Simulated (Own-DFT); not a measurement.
## Calculated data, GaN (wurtzite, strained, atoms displaced)

All values are calculated (Own-DFT development build). A calculation, not a measurement: plane-wave PBE density functional theory by an unreviewed code, no spin, of a simulated periodic cell, stress positive in tension, free energy of the whole cell less one offset for each atom, forces on such cells passed a denser k mesh, this cell's mesh not checked; offsets are fitted by least squares, one for each functional and potential file, so energies compare only between cells with the same atoms and settings and are not formation energies; the far tail of each file's local potential was reset to the Coulomb form; each entry is a single point on an unrelaxed cell, so the pressure reflects the starting lattice, mostly measured values (interpolated for alloys), from which strain is counted, and rises with the displacements; printed positions are rounded, which can move forces by about a meV/angstrom; the program, named Own-DFT, is a retired in-house code; no spin-orbit coupling.

Common to all runs: functional PBE; potential files PseudoDojo norm-conserving, scalar-relativistic, standard set with the stringent files for Ga; wave cutoff 96 hartree; occupations Gaussian; smearing width 0.01 eV; k mesh 3 x 4 x 3 centred on Gamma.

(1) GaN (wurtzite, strained, atoms displaced)

```
GaN
1.0
     12.7560     0.0000     0.0000
     -4.7835     8.2853     0.0000
      0.0000     0.0000    10.2404
Ga N Ga N Ga N Ga N Ga N Ga N Ga N Ga N Ga N Ga N Ga N Ga N Ga N Ga N Ga N Ga N Ga N Ga N Ga N Ga N Ga N Ga N Ga N Ga N
2 2 2 2 2 2 2 2 2 2 2 2 2 2 2 2 2 2 2 2 2 2 2 2 2 2 2 2 2 2 2 2 2 2 2 2 2 2 2 2 2 2 2 2 2 2 2 2
Direct
  0.08240 0.22383 0.99150
  0.17369 0.11427 0.24922
  0.08476 0.22015 0.19962
  0.17166 0.11435 0.44134
  0.07841 0.21688 0.50125
  0.16895 0.10872 0.76180
  0.08466 0.22630 0.69399
  0.16523 0.11024 0.93798
  0.08452 0.55316 0.00329
  0.17141 0.45216 0.23727
  0.07263 0.55642 0.18941
  0.16396 0.44195 0.43518
  0.08090 0.55574 0.49550
  0.16914 0.44058 0.75505
  0.08407 0.55264 0.69553
  0.16821 0.45106 0.94222
  0.08636 0.89020 0.99996
  0.16462 0.77411 0.24412
  0.07702 0.88965 0.18760
  0.16072 0.77344 0.43075
  0.08214 0.88663 0.50162
  0.16852 0.77448 0.74591
  0.08379 0.90222 0.68081
  0.17039 0.78154 0.94058
  0.33332 0.21304 0.00302
  0.41452 0.10467 0.25081
  0.32506 0.22569 0.19408
  0.41004 0.11248 0.43336
  0.32653 0.22836 0.50480
  0.41430 0.11532 0.75709
  0.33137 0.22200 0.68782
  0.41237 0.11747 0.94066
  0.32856 0.55366 0.99520
  0.41812 0.44427 0.24578
  0.33606 0.55975 0.18975
  0.42680 0.44988 0.43849
  0.33069 0.55866 0.50435
  0.41252 0.44758 0.74082
  0.32731 0.54962 0.68762
  0.41021 0.45321 0.93591
  0.33327 0.89247 0.99692
  0.40576 0.77197 0.24615
  0.33347 0.89536 0.19401
  0.41761 0.78417 0.43780
  0.33409 0.89120 0.50450
  0.42162 0.78727 0.74882
  0.33140 0.88104 0.69144
  0.41059 0.77933 0.93775
  0.57892 0.22011 0.99393
  0.66179 0.10038 0.24751
  0.58219 0.21887 0.19065
  0.67154 0.11227 0.43769
  0.58978 0.22774 0.50251
  0.66052 0.10942 0.75330
  0.58058 0.22187 0.68749
  0.66381 0.10971 0.93164
  0.58592 0.56216 0.00196
  0.66915 0.44805 0.25800
  0.59291 0.55748 0.19557
  0.66858 0.43978 0.43148
  0.58744 0.55596 0.49867
  0.66359 0.43461 0.74547
  0.58044 0.54676 0.69045
  0.65959 0.43904 0.94156
  0.57773 0.88490 0.99645
  0.66430 0.77016 0.24982
  0.58276 0.88725 0.19269
  0.65811 0.77683 0.43879
  0.57834 0.88133 0.50545
  0.66467 0.76883 0.75260
  0.59103 0.89553 0.68286
  0.66193 0.77665 0.94125
  0.83523 0.21568 0.00617
  0.92075 0.11044 0.25030
  0.83284 0.21387 0.18610
  0.91531 0.11833 0.44703
  0.83835 0.22892 0.50492
  0.90464 0.10790 0.74654
  0.83333 0.22783 0.69065
  0.91948 0.11850 0.93127
  0.83606 0.55121 0.99749
  0.91636 0.44735 0.25035
  0.83509 0.55055 0.18938
  0.91782 0.45182 0.43924
  0.83474 0.55535 0.49248
  0.91349 0.44450 0.75503
  0.83096 0.55130 0.68591
  0.91100 0.43023 0.94430
  0.83228 0.88542 0.00440
  0.91603 0.77150 0.25867
  0.82884 0.88074 0.18465
  0.91595 0.78472 0.44155
  0.83426 0.89432 0.50240
  0.91975 0.77950 0.74744
  0.83862 0.90121 0.69106
  0.92394 0.78847 0.93232
```

| Item | Value |
| --- | --- |
| free energy of cell above offsets | -4.278 eV |
| pressure | 9.46 GPa |
| stress xx | -7.94 GPa |
| stress yy | -7.45 GPa |
| stress zz | -12.98 GPa |
| stress yz | -0.82 GPa |
| stress xz | 0.58 GPa |
| stress xy | 0.35 GPa |

Force:
```
element  x (eV/Å)  y (eV/Å)  z (eV/Å)
     Ga     0.171      -0.3     1.411
     Ga    -2.639     -1.62     1.394
      N    -0.087     0.743    -2.048
      N    -1.836    -0.975    -0.596
     Ga     1.139     0.921      0.31
     Ga     -1.06     0.789     -2.91
      N    -0.066    -1.072    -0.089
      N     0.536     0.298     1.974
     Ga    -1.452     0.477    -0.727
     Ga    -1.021    -1.316     1.879
      N     2.671     0.074    -0.675
      N      0.17      0.42    -0.125
     Ga      1.04    -0.102     0.879
     Ga    -1.386     0.104     -0.74
      N    -0.554     0.062    -0.778
      N    -0.335    -1.046     0.083
     Ga    -0.579    -0.224     0.267
     Ga    -0.899     1.077     0.349
      N     1.164      0.06     0.294
      N     0.592     0.552     1.227
     Ga     0.453     0.902    -1.449
     Ga    -1.289     0.002     0.504
      N     1.198    -1.648     1.861
      N    -0.587    -0.649    -0.395
     Ga    -2.903     2.733     0.715
     Ga    -0.094     2.142     0.375
      N     3.463     0.515    -1.903
      N     0.839      0.23     1.996
     Ga      2.06     0.152    -1.087
     Ga     0.004    -0.354    -1.945
      N     0.228     0.003     1.182
      N     1.887    -1.464    -0.378
     Ga     0.558     1.091     0.912
     Ga     0.365     0.579      0.99
      N     0.066    -0.532    -1.068
      N     -1.93    -0.355      0.02
     Ga     0.258    -0.288    -1.789
     Ga     0.884    -0.608     1.329
      N     0.455     1.835     0.435
      N     2.212     -1.35     0.079
     Ga    -0.014     0.012      0.91
     Ga     1.693     1.502      0.98
      N    -0.406    -1.706    -1.915
      N    -0.547    -0.888     0.241
     Ga    -0.684     0.407    -1.384
     Ga     0.601    -1.299    -0.063
      N    -0.202     1.797    -0.035
      N     0.776     0.025     -0.11
     Ga     0.962      0.15     1.732
     Ga     0.266     1.407     0.696
      N     -0.29      0.28    -0.748
      N    -0.511    -0.122     0.611
     Ga    -0.726    -1.736    -1.498
     Ga      1.13     0.582    -1.702
      N    -0.255    -1.069     0.442
      N     0.011    -0.256     2.012
     Ga    -0.574     -1.44      0.07
     Ga     0.817    -1.512    -3.167
      N    -1.831    -0.941    -1.444
      N    -0.168     0.958     3.114
     Ga     0.054     0.127     0.137
     Ga    -0.075     1.465     1.177
      N     0.112     0.751    -0.411
      N     0.815     0.988    -0.789
     Ga    -0.017      0.62     1.033
     Ga    -0.565     1.612      0.47
      N    -0.627    -1.514    -1.285
      N     2.163    -0.082     0.203
     Ga    -0.044     1.495    -2.208
     Ga     0.294     0.763    -0.581
      N    -0.621    -1.142     2.358
      N     0.749     0.546    -0.423
     Ga    -0.944    -0.397    -1.108
     Ga    -0.795    -0.479     0.434
      N    -0.263     0.577     1.561
      N     0.707    -1.104    -1.319
     Ga    -1.426    -0.023    -0.589
     Ga     1.714     1.909     0.441
      N    -1.072    -0.201     0.081
      N    -0.053    -1.385     1.211
     Ga    -0.982     0.511     0.227
     Ga    -0.316    -2.143     0.282
      N      -1.1     0.756    -0.186
      N     0.387    -0.987    -0.345
     Ga    -0.658     0.532     1.152
     Ga     0.827     0.053     -0.24
      N    -0.216     0.683      0.07
      N     0.378     1.674    -0.487
     Ga     0.216     0.708    -1.614
     Ga    -0.523     0.528    -1.741
      N      0.63     0.513     1.795
      N     0.039    -0.678     0.386
     Ga    -1.158    -0.196    -0.178
     Ga      -0.5     0.111    -0.513
      N     -0.39    -3.042    -0.389
      N    -0.486    -1.559     0.882
```

(2) GaN (wurtzite, strained, atoms displaced)

```
GaN
1.0
     12.7560     0.0000     0.0000
     -4.7835     8.2853     0.0000
      0.0000     0.0000    10.2404
Ga N Ga N Ga N Ga N Ga N Ga N Ga N Ga N Ga N Ga N Ga N Ga N Ga N Ga N Ga N Ga N Ga N Ga N Ga N Ga N Ga N Ga N Ga N Ga N
2 2 2 2 2 2 2 2 2 2 2 2 2 2 2 2 2 2 2 2 2 2 2 2 2 2 2 2 2 2 2 2 2 2 2 2 2 2 2 2 2 2 2 2 2 2 2 2
Direct
  0.08100 0.20833 0.99726
  0.16347 0.10373 0.24509
  0.07852 0.21504 0.18992
  0.16945 0.11207 0.44144
  0.08405 0.22476 0.50889
  0.17323 0.10855 0.75222
  0.08350 0.22231 0.69720
  0.17456 0.12085 0.94271
  0.08476 0.55730 0.00654
  0.16296 0.45064 0.24626
  0.07873 0.55089 0.19244
  0.15888 0.43645 0.43237
  0.07929 0.55327 0.49934
  0.16295 0.45110 0.75381
  0.08837 0.55974 0.69071
  0.17334 0.43858 0.93023
  0.08057 0.88615 0.99856
  0.16049 0.77477 0.25256
  0.09407 0.89111 0.17901
  0.16442 0.77840 0.43747
  0.07856 0.88150 0.50799
  0.16139 0.77679 0.74966
  0.08322 0.88522 0.68716
  0.16573 0.77740 0.94070
  0.33509 0.21667 0.99706
  0.41543 0.11210 0.25181
  0.32953 0.22846 0.18538
  0.41974 0.10519 0.43954
  0.33334 0.22286 0.50105
  0.41524 0.10682 0.74796
  0.33943 0.22936 0.68596
  0.42447 0.11216 0.94609
  0.32565 0.55152 0.01014
  0.41974 0.44496 0.25254
  0.33758 0.55905 0.19950
  0.41935 0.44388 0.43884
  0.33410 0.55180 0.49899
  0.41384 0.44169 0.74970
  0.33580 0.56314 0.68757
  0.41219 0.43785 0.93482
  0.33710 0.88880 0.00421
  0.42092 0.77869 0.24553
  0.33253 0.87978 0.19007
  0.41430 0.77636 0.44120
  0.33032 0.88594 0.49983
  0.41257 0.76958 0.74645
  0.33087 0.89789 0.69271
  0.42325 0.78112 0.93653
  0.57805 0.23267 0.00267
  0.66599 0.12053 0.25339
  0.58505 0.22895 0.18152
  0.66040 0.11208 0.43727
  0.58830 0.21763 0.49784
  0.66117 0.11429 0.74769
  0.58403 0.22081 0.68662
  0.66733 0.11427 0.93394
  0.57410 0.54744 0.99799
  0.67229 0.44894 0.24810
  0.58401 0.54830 0.18093
  0.66811 0.45412 0.44196
  0.58135 0.55159 0.50025
  0.66733 0.43944 0.75221
  0.58185 0.55480 0.68808
  0.66041 0.43333 0.94103
  0.58298 0.88461 0.00732
  0.66673 0.77895 0.25005
  0.58839 0.88824 0.19521
  0.66159 0.77778 0.44174
  0.58424 0.87323 0.49649
  0.67054 0.77058 0.75402
  0.58356 0.89256 0.69002
  0.66883 0.77642 0.93606
  0.83011 0.22466 0.00123
  0.91281 0.10412 0.24842
  0.83029 0.22162 0.17829
  0.91742 0.11441 0.44197
  0.83242 0.22134 0.49538
  0.91586 0.09811 0.74364
  0.83271 0.22752 0.68217
  0.91365 0.10793 0.93777
  0.83901 0.56271 0.99658
  0.91388 0.44131 0.25687
  0.83037 0.55432 0.19156
  0.92454 0.44916 0.43358
  0.83889 0.54987 0.49992
  0.91288 0.44346 0.75148
  0.83190 0.55749 0.69058
  0.91834 0.45413 0.94429
  0.82878 0.89462 0.00552
  0.92117 0.77586 0.25047
  0.83857 0.88614 0.18615
  0.91107 0.77631 0.43832
  0.83381 0.89154 0.50978
  0.91296 0.77631 0.75038
  0.83926 0.89442 0.68814
  0.91112 0.77420 0.93580
```

| Property | Result |
| --- | --- |
| free energy of cell above offsets | -4.321 eV |
| pressure | 9.48 GPa |
| stress xx | -7.19 GPa |
| stress yy | -7.6 GPa |
| stress zz | -13.64 GPa |
| stress yz | -0.8 GPa |
| stress xz | -0.55 GPa |
| stress xy | 0.66 GPa |

Force:
```
element  x (eV/Å)  y (eV/Å)  z (eV/Å)
     Ga    -1.235     1.455     0.389
     Ga    -0.074     1.383     1.141
      N     0.153     0.712    -0.542
      N    -0.745    -0.763    -0.202
     Ga     0.434    -0.355    -0.982
     Ga     -0.84     0.638    -0.292
      N     0.654     0.009    -0.392
      N    -0.063    -2.461    -1.133
     Ga     0.273    -0.432    -1.226
     Ga     1.683     -1.71     0.621
      N     -0.56      0.81    -0.385
      N     0.622     0.975      1.25
     Ga     2.116     0.669      0.49
     Ga     1.728    -0.843    -1.332
      N    -1.871    -0.219    -0.775
      N    -1.944    -0.001     2.879
     Ga     0.135     0.326    -1.287
     Ga     1.732    -0.023    -0.352
      N    -1.862    -0.671     1.416
      N    -0.186     -0.45     0.616
     Ga    -0.128     1.101    -2.153
     Ga     1.327     0.106     0.724
      N    -1.051     0.496     1.554
      N     0.447     0.121    -0.142
     Ga     0.342     0.842     0.614
     Ga    -0.051    -0.051     -0.52
      N     1.081    -0.838     0.593
      N    -0.878     0.853    -0.017
     Ga     0.765    -0.519     -0.85
     Ga      0.54     1.576     0.819
      N    -0.329    -1.181     0.655
      N     -2.35    -1.311    -1.638
     Ga     1.705     0.584    -1.055
     Ga     0.033    -0.226    -0.508
      N    -0.733    -0.844    -1.079
      N    -0.411    -0.223     0.158
     Ga     -1.02     0.199    -0.428
     Ga    -0.106     1.187     -0.05
      N    -0.349    -2.379    -0.443
      N    -0.418     0.434     0.828
     Ga    -0.115    -0.217    -0.842
     Ga    -0.393     0.328     1.542
      N    -0.698     0.854     0.396
      N     0.412    -0.249    -0.468
     Ga     0.415     0.098     0.252
     Ga     0.311     2.538     0.557
      N     0.366    -2.196    -0.669
      N    -1.007     -1.07     0.826
     Ga     2.875    -1.934    -0.387
     Ga      0.31    -0.648    -1.304
      N    -0.252     -0.63     2.402
      N     2.965     -1.11    -0.374
     Ga     -2.64     1.632     0.762
     Ga     1.777    -0.993     0.439
      N    -1.234     0.617    -0.248
      N      -0.4    -0.338     1.188
     Ga     0.883      0.63    -0.804
     Ga    -1.358    -0.573     0.754
      N    -0.673     1.108     1.519
      N     1.536    -1.412    -0.683
     Ga     0.125     0.596     0.429
     Ga    -1.009     0.037    -0.241
      N     0.569    -0.285     0.434
      N     0.533     3.426    -1.024
     Ga     0.272     1.206    -1.574
     Ga     1.395    -1.097     0.136
      N    -0.798     0.928    -0.504
      N     3.624    -1.307     -1.28
     Ga    -3.904     2.536     1.943
     Ga    -1.644     0.941    -0.953
      N     0.708    -0.872    -0.512
      N    -0.525    -0.501     1.302
     Ga     0.051    -0.049    -2.246
     Ga    -0.059     0.847     0.316
      N     0.331    -0.056     3.293
      N    -0.013    -0.799    -0.431
     Ga    -0.353    -0.097     0.383
     Ga    -1.268     3.507     1.659
      N     0.481    -0.568      0.71
      N     0.121     0.574    -0.394
     Ga    -1.666    -1.156     1.001
     Ga    -0.238    -0.342    -2.779
      N     1.787     0.708    -0.686
      N    -1.519    -1.141     1.505
     Ga     -1.87     0.708     0.039
     Ga     0.808     0.033     0.284
      N     0.521    -0.157    -0.413
      N     1.113    -1.048    -0.904
     Ga     0.791    -0.777    -1.267
     Ga    -0.239     0.272    -0.175
      N    -0.782    -0.311     1.307
      N     0.914     0.046     0.492
     Ga    -0.351    -0.301    -2.651
     Ga      0.85     0.076    -0.051
      N    -0.562    -2.519     0.519
      N     0.158      1.53     0.515
```

(3) GaN (wurtzite, strained, atoms displaced)

```
GaN
1.0
     12.7560     0.0000     0.0000
     -4.7835     8.2853     0.0000
      0.0000     0.0000    10.2404
Ga N Ga N Ga N Ga N Ga N Ga N Ga N Ga N Ga N Ga N Ga N Ga N Ga N Ga N Ga N Ga N Ga N Ga N Ga N Ga N Ga N Ga N Ga N Ga N
2 2 2 2 2 2 2 2 2 2 2 2 2 2 2 2 2 2 2 2 2 2 2 2 2 2 2 2 2 2 2 2 2 2 2 2 2 2 2 2 2 2 2 2 2 2 2 2
Direct
  0.08432 0.21718 0.99859
  0.16955 0.11013 0.24901
  0.08574 0.21958 0.18797
  0.16523 0.11202 0.43458
  0.08451 0.22656 0.48949
  0.15725 0.10476 0.75274
  0.09227 0.22836 0.69410
  0.17150 0.12333 0.94083
  0.07302 0.54709 0.00603
  0.17263 0.44929 0.25943
  0.08568 0.55846 0.19193
  0.16152 0.44325 0.44441
  0.08404 0.54989 0.50936
  0.17373 0.44536 0.74454
  0.08267 0.55823 0.69000
  0.16996 0.43810 0.94190
  0.09057 0.88490 0.00250
  0.16613 0.78391 0.24386
  0.08157 0.88656 0.18904
  0.16524 0.77927 0.42788
  0.08082 0.89439 0.49853
  0.16369 0.77284 0.75033
  0.08630 0.89839 0.68800
  0.17428 0.77884 0.94179
  0.32843 0.21381 0.01008
  0.41799 0.11811 0.24419
  0.32785 0.21830 0.19016
  0.41617 0.11047 0.43507
  0.34178 0.22367 0.49235
  0.41742 0.10727 0.74474
  0.32565 0.21613 0.68454
  0.41942 0.10906 0.93682
  0.33465 0.55708 0.99879
  0.40978 0.43354 0.25763
  0.33738 0.56265 0.18640
  0.41860 0.44246 0.44011
  0.33586 0.55310 0.51150
  0.41725 0.44074 0.74633
  0.33406 0.55678 0.69181
  0.41863 0.44572 0.94031
  0.32967 0.89139 0.00455
  0.41059 0.76808 0.25018
  0.33084 0.87933 0.19341
  0.41619 0.77686 0.43935
  0.33239 0.88962 0.49776
  0.41823 0.77996 0.75626
  0.32924 0.89013 0.69405
  0.42085 0.77926 0.93861
  0.58132 0.22113 0.99963
  0.66981 0.12216 0.25613
  0.58639 0.21679 0.18146
  0.66455 0.11085 0.43574
  0.57671 0.21481 0.49214
  0.66838 0.11937 0.75249
  0.57721 0.22484 0.69016
  0.67436 0.11052 0.93217
  0.58541 0.55724 0.98954
  0.67114 0.45009 0.26224
  0.58495 0.55410 0.18864
  0.66898 0.44123 0.43964
  0.58282 0.56396 0.50265
  0.67257 0.44811 0.75065
  0.58060 0.55122 0.69054
  0.66594 0.43710 0.94197
  0.58228 0.89545 0.99853
  0.66921 0.79128 0.25799
  0.58233 0.88670 0.20399
  0.65942 0.76466 0.44269
  0.58310 0.88961 0.49950
  0.67113 0.78137 0.75109
  0.59010 0.89172 0.69359
  0.67586 0.78459 0.93793
  0.83157 0.21646 0.00417
  0.91056 0.10861 0.24311
  0.83172 0.21568 0.18928
  0.91858 0.10744 0.43501
  0.83158 0.22180 0.50377
  0.91993 0.11694 0.74987
  0.84231 0.22533 0.68039
  0.92002 0.10980 0.94179
  0.83632 0.55224 0.00350
  0.92101 0.44315 0.25276
  0.84112 0.55182 0.19315
  0.91477 0.42925 0.43764
  0.83086 0.55537 0.49536
  0.91742 0.44287 0.75286
  0.83662 0.55775 0.68576
  0.91762 0.44525 0.94196
  0.83997 0.89737 0.99384
  0.91548 0.76860 0.25304
  0.83029 0.89361 0.19218
  0.92394 0.77618 0.43328
  0.83474 0.88815 0.49355
  0.91397 0.77185 0.75109
  0.83061 0.89448 0.68353
  0.91263 0.76738 0.94300
```

| Property | Result |
| --- | --- |
| free energy of cell above offsets | -4.132 eV |
| pressure | 9.56 GPa |
| stress xx | -7.22 GPa |
| stress yy | -8.35 GPa |
| stress zz | -13.11 GPa |
| stress yz | 0.18 GPa |
| stress xz | -0.64 GPa |
| stress xy | -0.73 GPa |

Force:
```
element  x (eV/Å)  y (eV/Å)  z (eV/Å)
     Ga    -0.517     1.291     0.905
     Ga    -1.995    -0.875     0.197
      N    -0.608      0.63     0.602
      N     0.834     0.528     0.399
     Ga     0.212    -1.408     1.471
     Ga     1.848     1.398     0.119
      N    -1.929    -0.539    -1.598
      N     0.805     -2.66    -0.238
     Ga     3.037     0.709    -0.276
     Ga    -0.548     -0.45     -1.87
      N     0.242    -0.528     0.028
      N     1.836     0.837    -0.023
     Ga     -1.63     1.295    -2.005
     Ga     -1.38    -0.097     1.951
      N     0.547    -0.619     0.971
      N    -1.454     0.995    -0.738
     Ga    -1.646     0.616    -0.634
     Ga     0.517    -1.061     0.642
      N    -0.337     0.532    -0.433
      N     0.054    -0.269     2.348
     Ga     1.798    -0.041     0.105
     Ga    -0.231     1.214     0.214
      N    -0.354    -2.442     0.136
      N    -1.648     -1.37    -0.629
     Ga      0.99     1.606    -2.674
     Ga     1.197    -1.423     0.063
      N     1.191     0.304     0.683
      N     0.291    -0.445    -0.707
     Ga    -2.233    -0.665     1.768
     Ga    -1.924     0.675     0.881
      N     0.908     0.306     0.069
      N    -0.986    -0.019     0.546
     Ga     0.226    -0.351    -0.053
     Ga      0.85     2.344    -1.954
      N     0.118    -2.366     0.677
      N    -0.616     0.362     0.573
     Ga    -0.545     0.471    -1.929
     Ga    -0.406    -1.032     1.055
      N      0.92     0.764      0.47
      N    -0.107    -0.712    -0.311
     Ga     2.232     0.027    -0.076
     Ga     0.938       1.7     0.654
      N    -0.345     1.866    -0.687
      N    -0.111    -0.499     0.771
     Ga    -0.452    -0.905     0.157
     Ga     0.128     0.438    -1.232
      N     1.001     -0.94    -1.141
      N    -0.964      0.15     0.909
     Ga     0.753    -0.234    -0.709
     Ga     0.317    -1.723    -1.459
      N    -1.253     1.016     1.577
      N     0.366    -0.044     1.735
     Ga     0.923     0.935     1.498
     Ga      0.37    -0.483    -1.734
      N     1.959     0.185    -1.017
      N     -1.23     0.489     1.419
     Ga     0.126     0.212     1.758
     Ga    -0.511    -0.119     -3.34
      N    -0.288    -0.011     0.354
      N    -1.177    -0.035     1.512
     Ga     0.943     -2.75     0.562
     Ga    -0.863    -0.457     0.067
      N     0.794      0.86    -0.009
      N     0.552     1.055    -0.738
     Ga     1.463    -0.827     1.222
     Ga     0.565    -2.276    -1.302
      N    -1.178     1.315     -1.96
      N     0.612     3.267    -0.291
     Ga    -0.081    -0.196     0.488
     Ga    -0.386    -0.493    -0.046
      N    -1.441     0.324    -0.776
      N    -1.085    -0.383      0.22
     Ga     0.482     0.437    -0.463
     Ga     2.197     0.489     1.088
      N    -0.829     1.371    -0.156
      N    -0.996     0.217     0.136
     Ga     0.537     -1.19     -1.84
     Ga      0.77    -0.364    -0.207
      N    -1.479     0.242     2.621
      N    -0.537     1.178    -0.897
     Ga    -1.372    -0.353     0.417
     Ga       0.5     -0.53     0.059
      N    -1.332    -0.183    -0.217
      N    -0.433     2.111     0.558
     Ga     1.711     -0.31      0.38
     Ga    -0.018     0.043    -0.477
      N     0.026     -0.61     0.025
      N    -0.443     -1.32    -0.722
     Ga    -0.044    -1.858     1.578
     Ga    -0.673     1.335    -1.686
      N     1.399    -1.428    -0.711
      N    -1.857    -0.534     1.339
     Ga    -0.029    -0.162     0.319
     Ga    -0.096     1.371    -0.115
      N     1.682    -0.325     0.332
      N     0.829       1.4    -0.541
```
